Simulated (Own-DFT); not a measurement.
# Which defects push the lattice out? zincblende GaAs

Calculated, not measured: single-point runs of Own-DFT, a retired in-house plane-wave DFT program that no person has reviewed, on unrelaxed cells, without spin or spin-orbit coupling.

All runs used: PBE; PseudoDojo norm-conserving scalar-relativistic files; cutoff 42 hartree; 3 x 3 x 3 k mesh centred on Gamma; Fermi-Dirac smearing of 0.1 eV.

Known weak points (not all hold for every row): not probed for a lower state with spin; forces on such cells failed a check on a denser k mesh; forces not confirmed at this smearing and k mesh; forces on such cells passed a denser k mesh, each cell not checked; stress not checked against mesh or cutoff.

All runs share one cell, with vectors in Å (11.307, 0.000, 0.000); (0.000, 11.307, 0.000); (0.000, 0.000, 11.307) and a volume of 1445.4 Å³. Atoms were moved at random from their sites; u is the rms move along one axis. The defect's site can differ from row to row.

```
               cell     formula   u (Å)  P (GPa)
          no defect    As32Ga32  0.0191     3.51
          no defect    As32Ga32  0.0201     3.51
          no defect    As32Ga32  0.0503     4.01
one Al on a Ga site  AlAs32Ga31  0.0482        ?
one Al on a Ga site  AlAs32Ga31  0.0483     3.80
one Al on a Ga site  AlAs32Ga31  0.0516     3.95
one Al on a Ga site  AlAs32Ga31  0.0531     4.08
   two Ga vacancies    As32Ga30  0.0295     2.94
   two Ga vacancies    As32Ga30  0.0295     2.79
   two Ga vacancies    As32Ga30  0.0311     2.87
one P on an As site   As31Ga32P  0.0276     3.33
one P on an As site   As31Ga32P  0.0298     3.36
one P on an As site   As31Ga32P  0.0317     3.37
one As on a Ga site    As33Ga31  0.0312     4.27
one As on a Ga site    As33Ga31  0.0487     4.55
one As on a Ga site    As33Ga31  0.0502     4.68
```

## Working it out

P = P0 + c u² + a shift for each defect gives P0 = 3.41 GPa, c = 243 ± 26 GPa/Å² and a scatter of 0.06 GPa. The shifts, and each times the cell's volume:

- one As on a Ga site: 0.62 ± 0.05 GPa, 5.6 eV
- one Al on a Ga site: -0.10 ± 0.06 GPa, -0.9 eV (not resolved)
- one P on an As site: -0.27 ± 0.05 GPa, -2.5 eV
- two Ga vacancies: -0.76 ± 0.05 GPa, -6.9 eV (-3.4 eV for each of its 2 sites)

Positive is outwards. The product with the volume (160.2 GPa Å³ to the eV) is nearly free of the cell's size; divided by the bulk modulus at the cell's pressure it gives the volume that the defect adds. The atoms around the defects weren't relaxed, which would change these numbers.

## Check

Asked: what pressure belongs in the blank (one Al on a Ga site, u = 0.0482 Å)?

From the fit: 3.88 ± 0.07 GPa. The hidden result is 3.92 GPa.
